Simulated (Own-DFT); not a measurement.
Simulation results for GaP (zincblende, atoms displaced)

Computed with Own-DFT development build. A calculation, not a measurement: plane-wave PBE density functional theory by an unreviewed code, no spin, of a simulated periodic cell, stress positive in tension, free energy of the whole cell less one offset for each atom, forces on such cells passed a denser k mesh, this cell's mesh not checked; offsets are fitted by least squares, one for each functional and potential file, so energies compare only between cells with the same atoms and settings and are not formation energies; the far tail of each file's local potential was reset to the Coulomb form; each entry is a single point on an unrelaxed cell, so the pressure reflects the starting lattice, mostly measured values (interpolated for alloys), from which strain is counted, and rises with the displacements; printed positions are rounded, which can move forces by about a meV/angstrom; the program, named Own-DFT, is a retired in-house code; no spin-orbit coupling.

Entry: GaP (zincblende, atoms displaced)

```
GaP
1.0
     16.3515     0.0000     0.0000
      0.0000    10.9010     0.0000
      0.0000     0.0000    10.9010
Ga P Ga P Ga P Ga P Ga P Ga P Ga P Ga P Ga P Ga P Ga P Ga P
4 4 4 4 4 4 4 4 4 4 4 4 4 4 4 4 4 4 4 4 4 4 4 4
Direct
  0.99999 0.99906 0.99942
  0.00022 0.24887 0.24951
  0.16624 0.99971 0.24981
  0.16663 0.25056 0.00056
  0.08320 0.12292 0.12544
  0.08206 0.37543 0.37386
  0.25149 0.12732 0.37615
  0.24847 0.37318 0.12477
  0.99956 0.99898 0.50081
  0.99878 0.25366 0.74659
  0.16406 0.99725 0.74964
  0.16504 0.25388 0.50012
  0.08435 0.12257 0.62385
  0.08444 0.37697 0.87202
  0.25108 0.12525 0.87608
  0.24932 0.37631 0.62346
  0.99937 0.50122 0.99829
  0.00180 0.75063 0.25064
  0.16807 0.49962 0.25028
  0.16564 0.74839 0.99831
  0.08128 0.62270 0.12425
  0.08194 0.87487 0.37459
  0.24923 0.62636 0.37638
  0.24824 0.87438 0.12270
  0.00003 0.49941 0.49974
  0.99954 0.75088 0.74924
  0.16740 0.50187 0.74949
  0.16779 0.74897 0.50202
  0.08426 0.62730 0.62729
  0.08063 0.87247 0.87343
  0.24979 0.62415 0.87116
  0.25065 0.87744 0.62540
  0.33277 0.99791 0.00097
  0.33222 0.25104 0.24906
  0.49986 0.99875 0.24792
  0.50090 0.24789 0.99933
  0.41668 0.12525 0.12375
  0.41654 0.37648 0.37261
  0.58393 0.12532 0.37230
  0.58540 0.37681 0.12354
  0.33262 0.00035 0.50048
  0.33322 0.24858 0.75100
  0.50171 0.99916 0.75061
  0.50039 0.24726 0.50270
  0.42030 0.12376 0.62570
  0.41794 0.37547 0.87733
  0.58313 0.12395 0.87078
  0.58199 0.37679 0.62325
  0.33447 0.50061 0.99887
  0.33138 0.75194 0.25117
  0.50182 0.49967 0.25016
  0.49876 0.74822 0.99959
  0.41736 0.62793 0.12269
  0.41481 0.87375 0.37680
  0.58390 0.62693 0.37518
  0.58467 0.87351 0.12801
  0.33291 0.49782 0.50221
  0.33487 0.74874 0.75222
  0.49979 0.49898 0.75143
  0.50043 0.74914 0.50368
  0.41594 0.62615 0.62250
  0.41565 0.87387 0.87291
  0.58516 0.62330 0.87505
  0.58329 0.87418 0.62791
  0.66617 0.00061 0.99828
  0.66953 0.24963 0.24892
  0.83476 0.99917 0.24927
  0.83162 0.25413 0.00117
  0.74878 0.12256 0.12624
  0.74828 0.37587 0.37332
  0.91611 0.12520 0.37674
  0.91628 0.37752 0.12729
  0.66665 0.00048 0.50177
  0.66711 0.25106 0.75000
  0.83495 0.99856 0.75164
  0.83211 0.24927 0.50104
  0.75063 0.12192 0.62755
  0.74899 0.37672 0.87567
  0.91713 0.12326 0.87689
  0.91481 0.37609 0.62468
  0.66743 0.50240 0.00134
  0.66414 0.75014 0.24804
  0.83148 0.50052 0.24973
  0.83185 0.75280 0.00070
  0.75091 0.62714 0.12223
  0.75027 0.87306 0.37406
  0.91658 0.62565 0.37388
  0.91674 0.87394 0.12465
  0.66571 0.49651 0.49604
  0.66645 0.74468 0.74895
  0.83223 0.49973 0.75212
  0.83254 0.75343 0.50039
  0.75124 0.62288 0.62482
  0.75067 0.87853 0.87681
  0.91705 0.62496 0.87307
  0.91727 0.87562 0.62501
```

| Quantity | Value |
| --- | --- |
| functional | PBE |
| potential files | PseudoDojo norm-conserving, scalar-relativistic, standard set |
| wave cutoff | 42 hartree |
| occupations | Fermi-Dirac |
| smearing width | 0.1 eV |
| hardware | one NVIDIA H200 |
| k mesh | 2 x 3 x 3 centred on Gamma |
| free energy of cell above offsets | -53.679 eV |
| pressure | 2.7 GPa |
| stress xx | -2.7 GPa |
| stress yy | -2.7 GPa |
| stress zz | -2.7 GPa |
| stress yz | 0.06 GPa |
| stress xz | 0.07 GPa |
| stress xy | -0.16 GPa |
| wall time | 901.1 s |

Force:
| element | x (eV/Å) | y (eV/Å) | z (eV/Å) |
| --- | --- | --- | --- |
| Ga | -0.034 | -0.042 | 0.127 |
| Ga | -0.181 | -0.018 | 0.02 |
| Ga | 0.175 | 0.071 | 0.245 |
| Ga | -0.214 | -0.17 | -0.233 |
| P | -0.001 | 0.217 | -0.179 |
| P | 0.146 | 0.034 | -0.013 |
| P | -0.427 | -0.117 | -0.077 |
| P | 0.355 | 0.407 | -0.113 |
| Ga | 0.057 | 0.157 | -0.139 |
| Ga | 0.179 | -0.512 | 0.256 |
| Ga | 0.394 | 0.209 | 0.24 |
| Ga | 0.126 | -0.386 | -0.128 |
| P | -0.294 | 0.453 | 0.05 |
| P | -0.206 | -0.197 | 0.257 |
| P | -0.428 | -0.274 | -0.118 |
| P | 0.081 | -0.277 | 0.396 |
| Ga | -0.028 | -0.253 | -0.05 |
| Ga | -0.352 | -0.169 | -0.158 |
| Ga | -0.277 | 0.129 | -0.017 |
| Ga | -0.099 | -0.142 | -0.02 |
| P | 0.493 | 0.168 | 0.093 |
| P | 0.442 | 0 | 0.256 |
| P | 0.184 | -0.304 | -0.083 |
| P | 0.012 | -0.038 | 0.19 |
| Ga | -0.063 | 0.299 | 0.091 |
| Ga | -0.158 | -0.223 | -0.116 |
| Ga | -0.089 | -0.149 | -0.171 |
| Ga | -0.194 | 0.385 | -0.097 |
| P | -0.242 | -0.281 | -0.312 |
| P | 0.374 | 0.201 | 0.269 |
| P | 0.175 | 0.107 | 0.531 |
| P | -0.038 | -0.36 | 0.202 |
| Ga | 0.122 | 0.131 | -0.135 |
| Ga | 0.249 | -0.061 | 0.011 |
| Ga | -0.158 | 0.015 | 0.324 |
| Ga | 0.146 | 0.151 | 0.062 |
| P | -0.05 | -0.102 | 0.097 |
| P | 0.098 | -0.253 | 0.319 |
| P | -0.041 | -0.032 | 0.254 |
| P | -0.157 | -0.369 | 0.125 |
| Ga | 0.259 | 0.199 | 0.062 |
| Ga | 0.228 | 0.175 | -0.19 |
| Ga | -0.325 | -0.211 | -0.015 |
| Ga | 0.034 | 0.303 | -0.631 |
| P | -0.723 | -0.066 | 0.103 |
| P | -0.201 | -0.231 | -0.261 |
| P | 0.165 | 0.204 | 0.5 |
| P | 0.237 | -0.242 | 0.207 |
| Ga | -0.262 | 0.014 | 0.18 |
| Ga | 0.157 | -0.167 | -0.213 |
| Ga | -0.182 | 0.208 | -0.162 |
| Ga | 0.459 | 0.362 | -0.203 |
| P | -0.331 | -0.399 | 0.588 |
| P | 0.4 | 0.142 | -0.107 |
| P | -0.168 | -0.156 | 0.062 |
| P | -0.499 | 0.272 | -0.832 |
| Ga | 0.113 | 0.244 | -0.462 |
| Ga | -0.315 | 0.102 | -0.503 |
| Ga | -0.058 | 0.267 | -0.18 |
| Ga | -0.026 | 0.232 | -0.381 |
| P | 0.106 | -0.371 | 0.496 |
| P | 0.369 | 0.242 | 0.361 |
| P | -0.454 | 0.113 | 0.076 |
| P | 0.211 | -0.093 | -0.232 |
| Ga | -0.155 | -0.007 | 0.209 |
| Ga | -0.494 | 0.006 | -0.054 |
| Ga | -0.14 | -0.012 | 0.143 |
| Ga | 0.229 | -0.468 | 0.084 |
| P | 0.372 | 0.183 | -0.289 |
| P | 0.461 | -0.26 | 0.151 |
| P | 0.057 | 0.012 | -0.148 |
| P | 0.058 | -0.219 | -0.252 |
| Ga | -0.033 | -0.164 | -0.291 |
| Ga | -0.056 | 0.041 | -0.239 |
| Ga | 0.028 | 0.116 | 0.026 |
| Ga | -0.096 | 0.047 | -0.08 |
| P | -0.042 | 0.312 | -0.072 |
| P | -0.038 | -0.11 | -0.004 |
| P | -0.07 | 0.64 | -0.14 |
| P | 0.014 | 0.061 | -0.099 |
| Ga | 0.036 | -0.09 | -0.09 |
| Ga | 0.681 | -0.227 | 0.289 |
| Ga | 0.184 | 0.229 | 0.067 |
| Ga | 0.397 | -0.128 | -0.301 |
| P | -0.257 | -0.065 | 0.42 |
| P | -0.266 | 0.302 | -0.037 |
| P | -0.084 | 0.049 | 0.197 |
| P | 0.187 | 0.027 | 0.07 |
| Ga | 0.042 | 0.489 | 0.376 |
| Ga | 0.352 | 0.477 | 0.151 |
| Ga | 0.164 | 0.054 | -0.103 |
| Ga | 0.2 | -0.415 | -0.033 |
| P | -0.236 | -0.009 | -0.299 |
| P | -0.306 | -0.553 | -0.428 |
| P | -0.311 | 0.229 | 0.225 |
| P | -0.151 | -0.089 | 0.027 |
